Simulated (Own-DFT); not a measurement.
# Response to strain: wurtzite AlGaN with randomly placed atoms, 72 atoms (Al9Ga27N36)

All numbers below are calculated, not measured. The program, named Own-DFT, is a retired in-house plane-wave density functional code that no person has reviewed. Each row is one single-point run on a periodic cell that was not relaxed, without spin or spin-orbit coupling.

Settings of every run: PBE; PseudoDojo norm-conserving scalar-relativistic files; cutoff 42 hartree; 4 x 4 x 3 k mesh centred on Gamma; Fermi-Dirac smearing of 0.1 eV.

Known limits: forces on such cells passed a denser k mesh, each cell not checked; stress not checked against mesh or cutoff.

Unstrained cell vectors in Å: (9.509, 0.000, 0.000); (-4.755, 8.235, 0.000); (0.000, 0.000, 10.268). The unstrained cell has measured lattice constants (interpolated for alloys), not those of this functional. That, the random moves and any unrelaxed bonds set the pressure at no strain. Each run strains this cell uniformly, with the atoms carried along. Every atom was also moved at random, by a Gaussian of width 0.05 Å on each axis. The random placing of the alloy's atoms differs from row to row. Strain is the symmetric tensor, in per cent. Stress is positive in tension, and the pressure is minus a third of its trace.

```
run,e_xx (%),e_yy (%),e_zz (%),s_xx (GPa),s_yy (GPa),s_zz (GPa),P (GPa),E (meV/atom)
1,0.25,0.25,0.00,-7.59,-6.59,-6.58,6.92,24.1
2,-2.25,-2.25,0.00,-22.27,-20.62,-11.46,18.12,64.7
3,-0.50,-0.50,0.00,-8.61,-10.07,-9.87,9.52,14.4
4,-2.50,-2.50,0.00,-24.70,-20.16,-12.28,19.05,64.1
5,2.25,2.25,0.00,3.10,4.76,-4.80,-1.02,4.3
6,1.50,1.50,0.00,0.53,-1.37,-3.90,1.58,5.4
7,0.75,0.75,0.00,-3.52,-3.12,-6.91,4.52,0.0
8,-2.75,-2.75,0.00,-26.33,-25.24,-11.35,20.97,72.6
9,-1.00,-1.00,0.00,?,?,?,?,?
```

E is the free energy for each atom above the lowest run shown.

## Worked fit

The change of volume is close to e_xx + e_yy + e_zz. A straight line through the runs shown gives P = 8.24 - 221 x (fractional change of volume) GPa, with an error of 6 on the slope and a scatter of 0.61 GPa. The strain isn't the same on all axes and the cell isn't cubic, so the slope belongs to this path and is not the bulk modulus.

## Withheld run

Question: what pressure should run 9 give? Its volume changes by -1.99 %.

The line gives 12.6 GPa. The calculation gave 12.84 GPa.
